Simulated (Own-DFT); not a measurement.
# One trend across several semiconductors

Everything here is calculated. The program is Own-DFT (plane waves, in-house, since retired, never reviewed by a person); positions were held fixed, and spin and spin-orbit coupling were off.

Known weak points (not all hold for every row): forces on such cells moved up to 12 meV/angstrom on a denser k mesh; k mesh not checked against a denser one; forces on such cells passed a denser k mesh, each cell not checked; stress not checked against mesh or cutoff.

All runs are PBE with PseudoDojo norm-conserving files; cutoff and k mesh are each material's own. Every cell starts from measured lattice constants and was given uniform random strains and small random moves of its atoms. Each triple is the change of volume in per cent, the rms move u in Å and the pressure in GPa.

- 2H SiC (C36Si36), 10.36 Å³/atom unstrained: (-1.56, 0.050, 9.30); (-0.70, 0.047, 6.50); (-0.14, 0.051, 5.50); (0.88, 0.051, 3.59); (1.36, 0.052, 2.42); (1.96, 0.051, 1.54); (3.69, 0.048, -2.44)
- wurtzite AlN (Al36N36), 10.45 Å³/atom unstrained: (-3.05, 0.050, 13.03); (-1.18, 0.051, 8.44); (0.27, 0.050, 5.35); (0.65, 0.050, 4.34); (1.01, 0.049, 3.07); (1.82, 0.050, 1.37); (3.00, 0.051, -0.12)
- wurtzite GaN (Ga48N48), 11.42 Å³/atom unstrained: (-3.76, 0.050, 15.86); (-0.96, 0.047, 9.08); (0.67, 0.051, 6.43); (0.88, 0.051, 5.97); (1.86, 0.047, 3.84); (2.62, 0.049, 2.54); (3.42, 0.049, 1.01)
- zincblende GaP (Ga32P32), 20.24 Å³/atom unstrained: (-2.76, 0.049, 5.96); (-1.34, 0.055, 5.02); (0.02, 0.055, 3.67); (0.61, 0.046, 2.77); (2.30, 0.048, 1.47); (2.56, 0.054, 1.51); (3.92, 0.051, 0.39)
- zincblende InP (In32P32), 25.27 Å³/atom unstrained: withheld
- grey tin (Sn64), 34.15 Å³/atom unstrained: (-1.68, 0.051, 4.66); (-0.81, 0.052, 4.10); (0.10, 0.052, 3.67); (0.24, 0.054, 3.65); (0.48, 0.048, 3.39); (1.45, 0.049, 3.05); (1.51, 0.052, 2.92)

## Working it out

Fit a line to each set against the fractional change of volume; B is minus its slope, and u is nearly the same within a set. To take it to zero pressure, assume that B rises by 4 GPa for each GPa: B0 = B - 4 x (mean pressure). The bond length of an ideal tetrahedral crystal with the unstrained volume v is d = (√3/4)(8 v)^(1/3). Cohen's empirical rule reads B0 = (1971 - 220 L) d^(-3.5) GPa, with L = 0 for group IV crystals and SiC and 1 for III-V compounds.

```
material,L,d (Å),B (GPa),mean P (GPa),B0 (GPa),rule (GPa)
2H SiC (C36Si36),0,1.888,214 ± 8,3.8,199 ± 8,213
wurtzite AlN (Al36N36),1,1.893,224 ± 10,5.1,204 ± 10,188
wurtzite GaN (Ga48N48),1,1.950,204 ± 6,6.4,179 ± 6,169
zincblende GaP (Ga32P32),1,2.360,86 ± 4,3.0,74 ± 4,87
zincblende InP (In32P32),1,2.541,?,?,?,67
grey tin (Sn64),0,2.810,52 ± 2,3.6,38 ± 2,53
```

A line through ln[B0/(1971 - 220 L)] against ln d has a slope of -4.4 ± 0.2 and a scatter of 7 %. Against the rule, B0 stands at 93 % for 2H SiC, 109 % for wurtzite AlN, 106 % for wurtzite GaN, 86 % for zincblende GaP, 71 % for grey tin. PBE tends to make silicon and heavier crystals too soft, and the rule itself is only a guide.

## The run left out

The question: what B0 does the fitted trend give for zincblende InP (In32P32)?

The straight line predicts 53 GPa. Its own runs give B = 79 ± 3 GPa at a mean pressure of 4.1 GPa, so B0 = 62 GPa.
